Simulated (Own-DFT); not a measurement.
# Computed records: SiC (4H silicon carbide, strained, atoms displaced), GaN (wurtzite, strained, atoms displaced)

Computed with Own-DFT development build. A calculation, not a measurement: plane-wave PBE density functional theory by an unreviewed code, no spin, of a simulated periodic cell, stress positive in tension, free energy of the whole cell less one offset for each atom, forces on such cells passed a denser k mesh, this cell's mesh not checked; offsets are fitted by least squares, one for each functional and potential file, so energies compare only between cells with the same atoms and settings and are not formation energies; the far tail of each file's local potential was reset to the Coulomb form; each entry is a single point on an unrelaxed cell, so the pressure reflects the starting lattice, mostly measured values (interpolated for alloys), from which strain is counted, and rises with the displacements; printed positions are rounded, which can move forces by about a meV/angstrom; the program, named Own-DFT, is a retired in-house code; no spin-orbit coupling.

Settings shared by all entries: functional PBE.

(1) SiC (4H silicon carbide, strained, atoms displaced)

```xyz
32
Lattice="6.1103 -0.1024 0.0582 -3.1439 5.4024 -0.0750 0.0950 -0.0866 9.8980" Properties=species:S:1:pos:R:3 SiC
Si     6.1219    -0.1248     4.0607
Si    -0.0234     1.6787     1.4579
C      0.0750     0.0436     0.9495
C      0.0304     1.8101     3.4018
Si     4.5436     2.5241     3.9986
Si    -1.5884     4.4468     1.5775
C      4.5657     2.5068     1.0726
C     -1.6480     4.4577     3.4005
Si     3.1187    -0.0473     4.1241
Si     3.0423     1.6928     1.6198
C     -0.0372     5.3101     0.8519
C      3.1039     1.6946     3.4362
Si     1.5519     2.6125     3.9839
Si     1.4280     4.5138     1.4969
C      1.4788     2.6662     1.0173
C      1.5407     4.3835     3.3787
Si     6.0846    -0.0816     9.0822
Si     2.9884     3.4706     6.5337
C     -3.0380     5.3328     5.9139
C      2.9330     3.5011     8.3888
Si     4.5685     2.4501     9.0579
Si     4.6268     0.6530     6.5335
C     -1.4440     2.6416     5.7409
C      4.6213     0.7771     8.3667
Si     3.2202    -0.0803     8.9920
Si     0.0385     3.5155     6.4653
C      3.1268    -0.0324     5.9263
C     -0.1210     3.5030     8.3627
Si     1.5566     2.6256     8.8779
Si     1.6413     0.7759     6.5707
C      1.4916     2.7492     5.8488
C      1.7445     0.8168     8.4104
```

* potential files: PseudoDojo norm-conserving, scalar-relativistic, standard set
* wave cutoff: 42 hartree
* occupations: Fermi-Dirac
* smearing width: 0.1 eV
* k mesh: 5 x 5 x 3 centred on Gamma
* free energy of cell above offsets: -1.037 eV
* pressure: 11.84 GPa
* stress xx: -13.76 GPa
* stress yy: -6.03 GPa
* stress zz: -15.72 GPa
* stress yz: -3.65 GPa
* stress xz: 2.82 GPa
* stress xy: -8.5 GPa

Force:
| element | x (eV/Å) | y (eV/Å) | z (eV/Å) |
| --- | --- | --- | --- |
| Si | 0.704 | 1.296 | 1.604 |
| Si | 1.179 | 3.904 | 3.18 |
| C | -0.847 | -3.154 | -0.732 |
| C | -0.852 | -1.823 | -0.781 |
| Si | 2.291 | 1.612 | 0.67 |
| Si | 0.539 | -0.065 | -1.476 |
| C | -0.397 | 1.264 | -2.032 |
| C | 1.891 | 0.122 | 0.186 |
| Si | -0.357 | -1.306 | -1.924 |
| Si | -1.376 | -0.035 | -1.162 |
| C | -1.432 | 1.111 | 1.003 |
| C | -2.056 | -1.247 | 0.387 |
| Si | -0.228 | 0.576 | 0.315 |
| Si | 1.468 | -2.467 | 1.127 |
| C | 0.661 | 0.098 | -2.039 |
| C | -1.96 | 0.869 | 0.059 |
| Si | 3.222 | -1.44 | -1.395 |
| Si | 2.697 | -0.146 | -0.75 |
| C | -0.488 | 0.228 | -1.587 |
| C | 3.768 | 1.351 | -0.234 |
| Si | -1.111 | 2.586 | 0.096 |
| Si | 2.203 | 3.454 | -0.731 |
| C | -1.684 | -0.487 | 2.82 |
| C | 1.36 | 0.053 | 0.315 |
| Si | -2.701 | -2.177 | 0.794 |
| Si | -2.864 | 0.509 | 0.283 |
| C | -0.634 | -1.973 | 0.177 |
| C | 2.308 | 0.177 | -0.703 |
| Si | -2.773 | -1.763 | 3.204 |
| Si | -1.317 | 1.771 | -0.406 |
| C | 1.618 | -3.226 | -0.141 |
| C | -2.831 | 0.328 | -0.129 |

(2) SiC (4H silicon carbide, strained, atoms displaced)

```xyz
32
Lattice="6.1444 0.1045 0.1176 -2.9817 5.1891 -0.1344 0.1921 -0.1425 10.1715" Properties=species:S:1:pos:R:3 SiC
Si     6.1976     0.0820     4.1918
Si     0.0953     1.7217     1.6084
C      6.0878     0.1342     1.0638
C      0.0947     1.6952     3.5023
Si     4.6614     2.6144     4.1420
Si    -1.4280     4.2852     1.5297
C      4.6746     2.6513     0.9757
C     -1.3485     4.2877     3.5534
Si     3.1339     0.0697     4.1132
Si     3.1315     1.8080     1.5700
C      3.1721     0.0556     1.0696
C      3.1335     1.7677     3.4962
Si     1.6554     2.6864     4.0452
Si     1.6008     4.2859     1.4832
C      1.5886     2.6938     1.0211
C      1.7482     4.3515     3.5412
Si    -2.7504     5.0397     9.0609
Si     3.1621     3.4673     6.7090
C      3.2753     5.1209     6.0478
C      3.2284     3.4295     8.5433
Si     4.8497     2.5069     9.2648
Si     4.8835     0.9263     6.7463
C     -1.2731     2.5179     5.9044
C      4.7154     0.8310     8.7422
Si     3.2177    -0.0221     9.2369
Si     0.1324     3.3742     6.6007
C      0.1746     5.0643     6.0760
C      0.2117     3.4006     8.5704
Si     1.8198     2.4871     9.1795
Si     1.6646     0.8600     6.6760
C      1.6578     2.5908     6.0162
C      1.7404     0.7906     8.5694
```

* potential files: PseudoDojo norm-conserving, scalar-relativistic, standard set
* wave cutoff: 42 hartree
* occupations: Fermi-Dirac
* smearing width: 0.1 eV
* k mesh: 5 x 5 x 3 centred on Gamma
* free energy of cell above offsets: -0.904 eV
* pressure: 9.19 GPa
* stress xx: -6.73 GPa
* stress yy: -22.3 GPa
* stress zz: 1.45 GPa
* stress yz: -4.53 GPa
* stress xz: 5.73 GPa
* stress xy: 5.82 GPa

Force:
| element | x (eV/Å) | y (eV/Å) | z (eV/Å) |
| --- | --- | --- | --- |
| Si | 1.131 | -0.799 | 2.189 |
| Si | -1.153 | 0.142 | -0.428 |
| C | 1.91 | -1.85 | -0.135 |
| C | 0.469 | 0.957 | -1.172 |
| Si | 1.035 | 0.586 | 1.226 |
| Si | -0.126 | 1.152 | -0.065 |
| C | 0.262 | 0.777 | 0.727 |
| C | -0.769 | 0.07 | -3.058 |
| Si | 0.584 | -1.834 | 2.953 |
| Si | 0.554 | -0.239 | 1.163 |
| C | -2.966 | -0.376 | -1.521 |
| C | 0.642 | 0.656 | -0.554 |
| Si | -0.938 | -2.403 | 2.534 |
| Si | 1.731 | 5.506 | 2.768 |
| C | 0.264 | -5.156 | -2.869 |
| C | -1.529 | 1.821 | -2.845 |
| Si | -1.582 | 0.97 | 0.798 |
| Si | 1.619 | -1.618 | -1.104 |
| C | 1.093 | 2.327 | -1.051 |
| C | 1.925 | -0.514 | 1.149 |
| Si | -0.127 | 2.499 | 0.205 |
| Si | -3.508 | -1.388 | 0.809 |
| C | -3.24 | -0.719 | 0.561 |
| C | 2.588 | -0.685 | -2.131 |
| Si | 0.508 | -1.78 | 1.292 |
| Si | 0.792 | 0.637 | 1.472 |
| C | 1.22 | 3.762 | -2.427 |
| C | -0.008 | -1.497 | -0.531 |
| Si | -2.423 | 1.591 | 0.974 |
| Si | 0.355 | -1.656 | -0.5 |
| C | 1.002 | -0.738 | -0.785 |
| C | -1.315 | -0.202 | 0.356 |

(3) GaN (wurtzite, strained, atoms displaced)

```xyz
96
Lattice="12.7560 0.0000 -0.0957 -4.7835 8.2853 0.0359 -0.0778 0.0000 10.3700" Properties=species:S:1:pos:R:3 GaN
Ga    -0.0735     1.7720    10.3259
Ga     1.5403     0.9382     2.5829
N     -0.0069     1.7389     1.9800
N      1.5688     0.8891     4.5426
Ga    -0.0492     1.7968     5.1931
Ga     1.5146     0.8579     7.7579
N     -0.0099     1.7724     7.1345
N      1.4748     0.9720     9.6799
Ga    -1.5675     4.5989     0.0415
Ga    -0.0840     3.7099     2.5888
N     -1.5509     4.4786     2.0645
N     -0.0311     3.7273     4.5311
Ga    -1.6409     4.5752     5.1118
Ga    -0.0077     3.6834     7.8123
N     -1.5848     4.6326     7.2146
N     -0.0394     3.6496     9.6448
Ga    -3.1949     7.3214     0.0804
Ga    -1.5812     6.4940     2.5893
N     -3.1794     7.3542     2.0057
N     -1.6245     6.3476     4.6440
Ga    -3.1795     7.4180     5.1871
Ga    -1.6479     6.4622     7.9104
N     -3.2877     7.3076     7.1711
N     -1.5838     6.4019     9.6905
Ga     3.2326     1.8564    10.3128
Ga     4.7235     0.8990     2.6108
N      3.1817     1.9098     1.9259
N      4.6417     0.9210     4.5801
Ga     3.1475     1.8484     5.1556
Ga     4.7182     0.9135     7.7504
N      3.0961     1.8421     7.0938
N      4.7595     0.9276     9.6332
Ga     1.5534     4.5781    -0.0009
Ga     3.1458     3.7074     2.5921
N      1.5368     4.5975     1.9726
N      3.0658     3.6774     4.4544
Ga     1.5863     4.6641     5.1980
Ga     3.1970     3.6428     7.7346
N      1.4818     4.5410     7.0922
N      3.1376     3.6976     9.6714
Ga    -0.1365     7.3940     0.0181
Ga     1.6149     6.3404     2.5622
N     -0.0351     7.3616     1.9297
N      1.5413     6.4670     4.5479
Ga    -0.0356     7.3645     5.2468
Ga     1.4657     6.5010     7.7911
N     -0.0841     7.4166     7.2186
N      1.4293     6.4363     9.7142
Ga     6.2539     1.8464    10.3095
Ga     7.9931     0.8645     2.5404
N      6.3967     1.8805     1.9695
N      7.9460     0.8952     4.4345
Ga     6.2989     1.8354     5.1360
Ga     7.9060     0.9452     7.7026
N      6.3473     1.9164     7.1288
N      7.8914     0.8415     9.6734
Ga     4.6561     4.5823    10.3323
Ga     6.3804     3.7221     2.4907
N      4.6886     4.4999     1.8371
N      6.3595     3.6719     4.4797
Ga     4.7852     4.5883     5.1806
Ga     6.2551     3.7472     7.6804
N      4.8148     4.6128     7.1412
N      6.3479     3.6625     9.6638
Ga     3.0961     7.3384    10.2948
Ga     4.7655     6.3871     2.5880
N      3.2046     7.3797     1.9444
N      4.7741     6.4559     4.5620
Ga     3.1105     7.3587     5.2795
Ga     4.6792     6.4518     7.6971
N      3.0632     7.3305     7.0846
N      4.8027     6.5172     9.7272
Ga     9.5089     1.7940    10.2868
Ga    11.1580     0.9992     2.4849
N      9.4820     1.8746     1.8187
N     11.0458     0.8670     4.4546
Ga     9.4992     1.8572     5.0894
Ga    11.0237     0.9632     7.6752
N      9.4697     1.8705     7.1045
N     11.0551     0.9655     9.5763
Ga     7.9842     4.6241    10.2177
Ga     9.5357     3.7297     2.5185
N      7.9312     4.5541     1.8109
N      9.4873     3.7075     4.5428
Ga     7.9955     4.5920     5.1073
Ga     9.4967     3.7402     7.6316
N      7.9391     4.6305     7.1240
N      9.4784     3.7264     9.7209
Ga     6.3436     7.3973    -0.0252
Ga     8.0378     6.4796     2.5562
N      6.4364     7.4348     1.9280
N      7.9501     6.4928     4.5864
Ga     6.4403     7.3855     5.1320
Ga     7.9414     6.4437     7.7480
N      6.3683     7.2701     7.1338
N      7.8884     6.4274     9.6137
```

- potential files: PseudoDojo norm-conserving, scalar-relativistic, standard set with the stringent files for Ga
- wave cutoff: 96 hartree
- occupations: Gaussian
- smearing width: 0.01 eV
- k mesh: 3 x 4 x 3 centred on Gamma
- free energy of cell above offsets: -5.017 eV
- pressure: 6.91 GPa
- stress xx: -7.7 GPa
- stress yy: -6 GPa
- stress zz: -7.02 GPa
- stress yz: 0.28 GPa
- stress xz: -1.53 GPa
- stress xy: 0.91 GPa

Force:
| element | x (eV/Å) | y (eV/Å) | z (eV/Å) |
| --- | --- | --- | --- |
| Ga | -0.54 | 1.044 | 0.506 |
| Ga | 1.509 | 0.032 | 0.172 |
| N | -0.13 | 2.151 | -1.214 |
| N | -0.217 | 0.913 | -0.583 |
| Ga | -0.173 | 0.822 | -0.114 |
| Ga | 0.331 | 0.067 | -0.079 |
| N | -1.427 | 0.803 | -0.162 |
| N | 2.006 | -1.484 | 0.832 |
| Ga | 0.087 | -1.063 | -0.358 |
| Ga | 3.423 | -2.393 | 1.346 |
| N | -3.065 | 3.23 | -2.203 |
| N | 0.153 | -1.211 | 0.169 |
| Ga | 0.638 | -0.596 | 2.174 |
| Ga | -0.943 | -0.884 | -1.731 |
| N | -0.707 | -0.344 | -0.961 |
| N | -0.654 | -0.128 | 2.779 |
| Ga | -0.281 | 0.671 | -1.411 |
| Ga | 0.083 | -1.339 | 1.379 |
| N | 0.569 | 0.199 | -0.319 |
| N | 0.066 | 2.45 | -1.62 |
| Ga | 0.052 | -1.58 | 1.166 |
| Ga | -0.581 | -0.47 | -3.664 |
| N | 1.595 | 0.704 | -0.153 |
| N | -2.128 | 0.014 | 3.143 |
| Ga | -1.822 | 0.18 | 0.415 |
| Ga | 0.836 | 0.888 | -0.406 |
| N | -0.389 | -1.389 | -0.247 |
| N | 1.593 | -0.666 | -0.759 |
| Ga | -1.195 | 0.762 | 0.33 |
| Ga | 0.207 | 1.291 | -0.938 |
| N | 0.566 | -0.417 | 0.292 |
| N | -1.031 | -0.6 | 0.987 |
| Ga | 0.541 | 0.191 | -0.381 |
| Ga | -0.158 | -0.455 | -0.673 |
| N | -0.04 | -0.951 | -1.036 |
| N | 1.331 | 0.249 | 1.739 |
| Ga | -0.885 | -0.856 | -0.274 |
| Ga | -1.159 | 0.694 | -0.148 |
| N | 1.973 | 1.432 | 0.618 |
| N | -0.804 | -0.192 | 0.018 |
| Ga | 2.614 | 0.447 | -0.033 |
| Ga | -0.086 | 2.403 | 0.474 |
| N | 0.527 | 0.081 | 0.515 |
| N | 0.037 | 0.257 | -0.279 |
| Ga | -0.533 | -0.426 | -0.074 |
| Ga | 0.351 | -1.616 | 0.065 |
| N | -0.217 | -0.535 | -1.015 |
| N | 0.567 | 0.033 | 0.609 |
| Ga | 1.838 | 0.266 | 0.834 |
| Ga | -0.62 | 0.956 | -0.507 |
| N | -0.89 | -1.289 | -0.71 |
| N | -0.669 | 0.077 | 1.612 |
| Ga | 0.694 | -0.036 | -0.13 |
| Ga | -0.295 | -0.151 | 0.697 |
| N | -0.786 | -1.064 | -0.918 |
| N | -0.218 | 1.219 | -0.421 |
| Ga | 1.75 | 0.821 | -0.889 |
| Ga | -0.665 | -0.592 | 0.401 |
| N | 1.027 | 1.542 | 1.407 |
| N | -0.091 | 0.304 | 0.073 |
| Ga | -0.417 | 0.294 | -0.81 |
| Ga | 3.356 | -1.228 | 1.792 |
| N | -3.296 | 0.825 | -1.297 |
| N | -0.77 | 0.5 | 0.015 |
| Ga | 0.016 | -0.468 | 0.828 |
| Ga | 0.495 | 0.516 | -0.241 |
| N | -0.461 | -1.5 | -0.597 |
| N | -0.338 | -0.419 | -0.1 |
| Ga | 0.838 | 0.23 | -3.273 |
| Ga | 1.152 | 0.38 | 0.928 |
| N | 0.337 | 0.562 | 2.168 |
| N | -2.549 | -1.801 | -1.098 |
| Ga | -1.047 | 0.992 | -0.327 |
| Ga | -1.509 | -0.89 | 0.471 |
| N | 1.197 | -0.118 | 1.195 |
| N | 0.848 | 1.509 | -0.08 |
| Ga | -0.111 | -0.601 | 0.454 |
| Ga | 1.487 | -1.136 | -0.58 |
| N | 0.016 | 0.042 | -1.095 |
| N | 0.516 | -0.638 | 0.952 |
| Ga | -2.255 | -0.131 | 0.818 |
| Ga | -0.732 | -1.04 | -0.106 |
| N | 0.925 | 1.816 | 0.896 |
| N | 1.157 | -0.954 | -1.56 |
| Ga | -1.941 | 1.134 | 1.234 |
| Ga | 1.074 | -0.157 | 1.335 |
| N | -0.832 | -0.315 | -1.067 |
| N | 1.897 | -1.256 | -1.277 |
| Ga | 1.778 | 0.422 | 0.146 |
| Ga | -1.69 | -0.955 | 0.283 |
| N | -0.661 | -1.036 | 0.029 |
| N | 1.274 | -1.157 | -1.86 |
| Ga | -1.913 | -0.412 | 1.1 |
| Ga | -0.324 | -0.229 | -0.696 |
| N | -1.459 | 1.745 | -0.775 |
| N | 0.377 | 1.002 | 1.855 |

(4) GaN (wurtzite, strained, atoms displaced)

```xyz
96
Lattice="12.7560 0.0000 -0.0957 -4.7835 8.2853 0.0359 -0.0778 0.0000 10.3700" Properties=species:S:1:pos:R:3 GaN
Ga    -0.1003     1.8284    10.3573
Ga     1.6056     1.0493     2.5416
N     -0.0012     1.8380     1.9620
N      1.6210     0.9009     4.4882
Ga    -0.0622     1.8529     5.1740
Ga     1.5506     0.9130     7.8605
N     -0.0437     1.8639     7.2117
N      1.4976     0.9538     9.7508
Ga    -1.5724     4.6087     0.0666
Ga    -0.0009     3.7835     2.6342
N     -1.6356     4.5403     1.9393
N     -0.0889     3.6782     4.5063
Ga    -1.6748     4.5787     5.1614
Ga     0.0013     3.7463     7.7789
N     -1.6460     4.6510     7.1695
N     -0.0259     3.7011     9.7704
Ga    -3.1380     7.4122     0.0376
Ga    -1.6410     6.3879     2.5692
N     -3.2305     7.3197     1.8713
N     -1.6862     6.4482     4.4909
Ga    -3.1694     7.4393     5.2685
Ga    -1.6477     6.4883     7.7791
N     -3.2392     7.3932     7.2115
N     -1.7011     6.4898     9.6760
Ga     3.1170     1.8666    -0.0185
Ga     4.7857     0.9258     2.5023
N      3.1935     1.7874     1.8876
N      4.6997     0.9400     4.5152
Ga     3.1962     1.7300     5.2131
Ga     4.7203     0.9494     7.7959
N      3.2020     1.8201     7.2180
N      4.6831     0.8810     9.6528
Ga     1.6236     4.6278     0.0473
Ga     3.1917     3.6106     2.5054
N      1.6525     4.5860     1.9217
N      3.1276     3.7039     4.4672
Ga     1.6030     4.5880     5.1114
Ga     3.1336     3.7527     7.7978
N      1.5420     4.6056     7.1777
N      3.1372     3.5911     9.6880
Ga    -0.0929     7.3835    10.3560
Ga     1.6072     6.4506     2.5446
N     -0.0034     7.4559     1.9170
N      1.6040     6.3768     4.5534
Ga     0.0050     7.3786     5.1598
Ga     1.5778     6.3679     7.7455
N     -0.1225     7.3122     7.2059
N      1.5378     6.4027     9.7436
Ga     6.2562     1.7453    10.2925
Ga     7.9264     0.9537     2.5301
N      6.3225     1.7636     1.8893
N      7.9249     0.9387     4.4929
Ga     6.3886     1.9388     5.0365
Ga     7.9050     0.9627     7.7065
N      6.4098     1.7858     7.0704
N      7.9043     0.9713     9.6274
Ga     4.7550     4.5854    -0.0011
Ga     6.3429     3.6292     2.4708
N      4.7739     4.5653     1.9479
N      6.3419     3.5814     4.5497
Ga     4.7952     4.4950     5.0942
Ga     6.3965     3.5854     7.6870
N      4.7245     4.5984     7.1130
N      6.3388     3.7066     9.6705
Ga     3.1649     7.3108    10.3119
Ga     4.7025     6.4824     2.5044
N      3.2197     7.4570     1.8805
N      4.7681     6.5368     4.4288
Ga     3.2226     7.3285     5.1381
Ga     4.6976     6.3230     7.8004
N      3.0738     7.3472     7.1404
N      4.6991     6.5376     9.7204
Ga     9.4863     1.8044    10.2468
Ga    11.1804     0.9145     2.5918
N      9.4977     1.9050     1.7890
N     11.1495     0.8912     4.4082
Ga     9.5546     1.9173     5.1136
Ga    11.0792     0.9312     7.7643
N      9.5245     1.8255     7.0613
N     11.1136     0.9255     9.6736
Ga     7.9863     4.5272    -0.0437
Ga     9.5677     3.7018     2.4651
N      7.9062     4.6495     1.8314
N      9.6099     3.7129     4.5253
Ga     7.8800     4.4813     5.1769
Ga     9.4880     3.7112     7.7107
N      7.9030     4.6349     7.0740
N      9.5159     3.6912     9.6298
Ga     6.2804     7.2873    10.2954
Ga     7.9331     6.4379     2.4596
N      6.4152     7.3421     1.9061
N      7.8769     6.4482     4.4306
Ga     6.3275     7.3830     5.1109
Ga     7.9717     6.4260     7.6839
N      6.2378     7.3269     7.0387
N      7.8698     6.4078     9.5997
```

* potential files: PseudoDojo norm-conserving, scalar-relativistic, standard set with the stringent files for Ga
* wave cutoff: 96 hartree
* occupations: Gaussian
* smearing width: 0.01 eV
* k mesh: 3 x 4 x 3 centred on Gamma
* free energy of cell above offsets: -5.053 eV
* pressure: 7.08 GPa
* stress xx: -7.37 GPa
* stress yy: -6.46 GPa
* stress zz: -7.4 GPa
* stress yz: 0.07 GPa
* stress xz: -1.32 GPa
* stress xy: -0.07 GPa

Force:
| element | x (eV/Å) | y (eV/Å) | z (eV/Å) |
| --- | --- | --- | --- |
| Ga | 0.152 | 0.748 | 0.646 |
| Ga | -0.619 | -2.404 | 0.485 |
| N | -0.427 | 1.044 | -0.021 |
| N | -0.909 | 0.994 | 0.451 |
| Ga | 0.814 | -0.456 | 0.636 |
| Ga | -0.111 | 0.582 | -1.082 |
| N | -0.01 | -0.106 | -0.941 |
| N | -0.022 | -0.302 | 0.182 |
| Ga | -0.075 | 0.175 | -2.103 |
| Ga | 0.123 | -1.569 | -1.207 |
| N | 0.977 | 1.092 | 0.628 |
| N | 0.918 | 0.288 | 0.968 |
| Ga | 1.809 | 2.003 | 1.562 |
| Ga | -1.538 | -0.748 | 0.612 |
| N | -0.073 | -0.658 | -0.566 |
| N | -0.415 | 0.038 | -0.131 |
| Ga | -1.244 | -0.92 | -1.308 |
| Ga | -0.176 | 1.377 | -0.144 |
| N | 0.605 | 0.748 | 1.928 |
| N | 1.069 | -0.127 | 0.705 |
| Ga | -1.333 | -1.448 | -0.975 |
| Ga | -0.664 | -1.097 | 0.129 |
| N | -0.059 | 0.251 | -0.715 |
| N | 0.645 | -0.698 | 1.499 |
| Ga | 1.088 | -1.2 | -0.398 |
| Ga | -0.934 | -0.207 | 1.43 |
| N | 0.295 | 0.882 | -0.028 |
| N | 2.04 | -0.446 | -0.834 |
| Ga | -1.139 | 1.807 | 0.588 |
| Ga | 1.315 | -1.256 | -1.311 |
| N | -1.563 | 0.987 | -1.275 |
| N | -0.284 | 0.673 | 1.378 |
| Ga | -0.183 | -0.757 | -1.296 |
| Ga | 0.124 | 0.374 | 0.967 |
| N | -0.755 | 0.499 | 0.949 |
| N | 1.052 | -1.379 | 0.273 |
| Ga | -0.924 | -0.536 | 1.143 |
| Ga | 0.281 | -1.457 | -0.865 |
| N | 0.69 | -0.666 | -1.682 |
| N | -0.148 | 2.139 | 0.814 |
| Ga | 0.163 | -0.822 | -0.471 |
| Ga | 0.033 | 0.554 | 0.207 |
| N | -0.07 | -2.368 | 0.347 |
| N | -0.46 | 1.403 | -0.928 |
| Ga | -0.511 | -0.642 | 0.633 |
| Ga | -1.223 | 1.77 | 0.598 |
| N | 2.209 | 1.306 | -1.471 |
| N | 0.029 | 0.648 | -0.209 |
| Ga | 0.671 | 1.219 | -0.192 |
| Ga | 1.104 | 0.157 | 0.043 |
| N | 0.561 | 1.348 | -0.33 |
| N | 0.598 | -0.048 | -0.382 |
| Ga | -0.752 | -5.553 | 2.289 |
| Ga | 1.302 | -1.69 | -0.014 |
| N | -2.127 | 0.846 | -0.918 |
| N | -0.516 | -1.168 | 0.424 |
| Ga | 0.934 | -0.08 | -0.703 |
| Ga | 0.804 | 0.383 | 0.284 |
| N | -0.406 | 0.514 | -0.382 |
| N | 0.01 | 3.77 | -2.587 |
| Ga | -1.459 | 2.054 | 0.599 |
| Ga | -0.972 | 1.111 | 0.964 |
| N | 0.535 | -1.412 | -0.79 |
| N | -1.298 | -1.1 | 0.021 |
| Ga | -1.888 | 1.916 | 0.134 |
| Ga | 1.655 | -0.244 | 0.408 |
| N | -1.098 | -0.951 | 0.061 |
| N | -0.181 | -2.005 | 0.243 |
| Ga | -0.804 | 0.638 | 0.949 |
| Ga | 0.367 | 2.284 | -1.08 |
| N | 1.179 | 0.045 | -0.421 |
| N | 0.089 | -2.669 | -0.533 |
| Ga | 0.359 | 0.767 | 0.162 |
| Ga | -0.468 | 0.013 | -2.849 |
| N | 0.545 | -0.809 | 1.469 |
| N | -0.516 | 1.148 | 1.973 |
| Ga | 0.093 | -1.599 | 0.071 |
| Ga | 0.475 | -0.793 | -1.133 |
| N | -0.166 | 0.716 | -0.044 |
| N | -0.717 | -0.746 | -0.004 |
| Ga | 0.376 | 1.155 | -1.208 |
| Ga | -1.321 | -0.402 | 0.724 |
| N | 0.407 | -1.556 | 1.297 |
| N | -2.836 | -0.894 | -1.764 |
| Ga | 1.435 | 2.585 | -1.042 |
| Ga | 0.978 | -0.177 | -0.199 |
| N | 0.146 | -1.075 | -0.181 |
| N | 0.137 | -0.241 | 0.521 |
| Ga | 1.865 | 1.247 | 0.624 |
| Ga | 0.84 | 0.277 | 1.228 |
| N | -1.874 | 0.803 | -0.736 |
| N | 1.104 | -0.749 | 0.824 |
| Ga | 0.5 | -0.59 | 0.35 |
| Ga | -1.577 | 0.888 | 0.151 |
| N | 0.764 | 0.391 | 1.042 |
| N | 0.583 | 0.161 | 0.842 |
